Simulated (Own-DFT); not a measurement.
# Which arrangement is lower? Ga32P32, 64 atoms

All numbers below are calculated, not measured. The program, named Own-DFT, is a retired in-house plane-wave density functional code that no person has reviewed. Each row is one single-point run on a periodic cell that was not relaxed, without spin or spin-orbit coupling.

Settings of every run: PBE; PseudoDojo norm-conserving scalar-relativistic files; cutoff 42 hartree; 3 x 3 x 3 k mesh centred on Gamma; Fermi-Dirac smearing of 0.1 eV.

Known limits, some of them of some rows only: not probed for a lower state with spin; forces on such cells failed a check on a denser k mesh; forces on such cells passed a denser k mesh, each cell not checked; stress not checked against mesh or cutoff.

All cells hold the same atoms in the same cell, with vectors in Å (10.901, 0.000, 0.000); (0.000, 10.901, 0.000); (0.000, 0.000, 10.901). Every atom was moved at random from its ideal site; u is the rms move along one axis. The defect's site can differ from row to row. E is the free energy of the cell above the lowest run. The arrangements:

- A: zincblende GaP
- B: zincblende GaP, with one Ga on a P site and one P on a Ga site, 2.4 Å apart

```
arrangement   u (Å)  E (eV)  P (GPa)
          A  0.0196   0.032     2.72
          A  0.0201   0.000     2.71
          A  0.0210   0.089     2.74
          A  0.0476   2.252     3.25
          A  0.0506   2.191     3.16
          A  0.0523   3.077     3.47
          B  0.0276   3.513     2.97
          B  0.0290   3.647     2.99
          B  0.0291   3.598     2.99
          B  0.0460   4.663     3.25
          B  0.0507   5.784     3.52
          B  0.0513   5.879     3.54
```

Question: once the cost of the random moves is taken out, how do the arrangements rank?

## Worked answer

Fit E = a + b u², with one b for all and one a for each arrangement, and with residuals divided by u², since the noise grows with the moves. Then b = 1156 eV/Å², the scatter at u = 0.04 Å is 0.17 eV, and against A:

- B: 3.07 ± 0.06 eV (higher)

These are energies of unrelaxed cells. Relaxing the atoms lowers the strained arrangements most, so the gaps would shrink and small ones could change sign.
